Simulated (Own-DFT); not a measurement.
# Strain and stress in wurtzite AlN, 72 atoms (Al36N36)

Calculated results; nothing here was measured. They come from Own-DFT, an in-house plane-wave density functional program, since retired, whose code no person has reviewed. Each row is one single-point run on a periodic cell that was not relaxed, without spin or spin-orbit coupling.

Settings of every run: PBE; PseudoDojo norm-conserving scalar-relativistic files; cutoff 42 hartree; 4 x 4 x 3 k mesh centred on Gamma; Gaussian smearing of 0.01 eV.

Known limits: k mesh not checked against a denser one; stress not checked against mesh or cutoff.

Unstrained cell vectors in Å: (9.336, 0.000, 0.000); (-4.668, 8.085, 0.000); (0.000, 0.000, 9.964). The unstrained cell has measured lattice constants (interpolated for alloys), not those of this functional. That, the random moves and any unrelaxed bonds set the pressure at no strain. Each run strains this cell uniformly, with the atoms carried along. Every atom was also moved at random, by a Gaussian of width 0.05 Å on each axis. Strain is the symmetric tensor, in per cent. Stress is positive in tension, and the pressure is minus a third of its trace.

```
run  e_xx (%)  e_yy (%)  e_zz (%)  e_yz (%)  e_xz (%)  e_xy (%)  s_xx (GPa)  s_yy (GPa)  s_zz (GPa)  s_yz (GPa)  s_xz (GPa)  s_xy (GPa)  P (GPa)  E (meV/atom)
  1      1.08     -0.46     -1.26     -0.85      1.34     -0.87       -0.13       -9.17      -11.82       -1.65        3.32       -1.93     7.04          11.7
  2      1.91      1.75      1.51     -1.04      0.30      1.97        6.11        5.24        1.62       -2.84        1.23        5.70    -4.33           2.5
  3     -0.55      0.31      0.80     -1.67      0.13      1.07       -7.33       -6.24       -1.07       -4.16        0.29        4.85     4.88          10.8
  4      1.05     -0.13     -0.04      1.83      0.67     -1.93       -1.66       -6.87       -4.55        4.74        1.56       -5.86     4.36          21.1
  5     -1.24     -1.49      0.39      1.01     -1.56     -1.28      -12.90      -16.05       -4.14        2.49       -4.49       -4.52    11.03          23.8
  6      1.04     -1.59      1.23      0.96     -1.52      0.91       -2.00      -11.98       -0.37        3.08       -3.42        2.38     4.78          15.0
  7      1.04      0.34      1.19     -1.93      0.78     -1.42        0.15       -4.07        1.47       -5.17        1.85       -5.70     0.81           6.1
  8      1.56     -1.78      0.86     -1.14      1.74      1.24        0.61      -13.56       -1.08       -3.09        4.52        4.83     4.68           5.3
  9     -1.34     -0.76      1.66     -0.59     -1.58      0.33      -11.89       -8.31       -0.07       -1.64       -3.76        1.07     6.76           0.0
 10     -1.21     -0.98      0.57      0.27     -1.09     -0.33      -12.71      -10.94       -6.15        1.18       -2.60       -1.75     9.93          21.2
 11     -1.20     -0.53     -0.94      0.17     -0.15      1.74      -13.86       -9.54      -13.73        0.45        0.11        6.37    12.38          48.4
 12      1.29     -0.79     -1.21      0.05      0.66     -1.42       -0.16       -6.87      -14.65       -0.30        1.97       -4.08     7.23          12.8
 13     -0.32      0.30     -1.11     -1.65      0.37      1.58       -7.99       -6.80      -10.50       -4.82        0.17        4.27     8.43          29.4
 14     -0.13      1.07      1.93      1.66      1.32      0.96       -5.01       -0.50        3.93        3.14        3.94        3.36     0.52          23.6
 15     -1.75     -1.18     -1.35      1.54      1.54      1.52      -19.25      -15.48      -12.98        3.68        3.61        6.87    15.90          45.5
 16      0.09      0.83     -1.18     -0.06      1.28     -0.09       -4.76       -2.09      -12.69        0.05        3.48        0.07     6.52          13.7
 17      0.29     -0.62      0.02      0.24      1.02      1.96       -5.44       -6.97       -6.90        0.86        1.91        7.73     6.44          13.4
 18     -0.29     -0.94     -1.67      0.89     -0.19     -0.64           ?           ?           ?           ?           ?           ?        ?             ?
```

E is the free energy for each atom above the lowest run shown.

## Worked fit

Each stress component was fitted by least squares to a constant and the strains of the runs shown, as fractions, with shears doubled. Shear strains stay in the fit of a normal stress only where such slopes are resolved. The slopes, in GPa:

| stress | at no strain | per e_xx | per e_yy | per e_zz | scatter |
|---|---|---|---|---|---|
| s_xx | -6.0 | 524 ± 21 | 100 ± 25 | 57 ± 21 | 0.96 |
| s_yy | -6.3 | 102 ± 33 | 473 ± 38 | 53 ± 32 | 1.47 |
| s_zz | -6.4 | 45 ± 33 | 32 ± 39 | 508 ± 33 | 1.51 |

Each shear stress against twice its own strain: yz 127 ± 5, xz 124 ± 7, xy 169 ± 7 GPa. These are stiffnesses along x, y and z of the frame in which the cell vectors are given, which need not be the crystal's axes. The atoms are held to the strained lattice; where symmetry lets them move under strain, relaxing them would lower some slopes. The table should be nearly symmetric about its diagonal, and what it lacks of that shows the noise. A ninth of its sum, 211 ± 4 GPa, estimates the bulk modulus near the mean pressure of these runs, 6.3 GPa, so it lies above the value at zero pressure.

## Withheld run

Question: what normal stresses and pressure should run 18 give?

The fit gives s_xx = -9.4, s_yy = -11.9, s_zz = -15.3 and P = 12.2 GPa. The calculation gave -8.36, -11.50, -15.77 and P = 11.88 GPa.
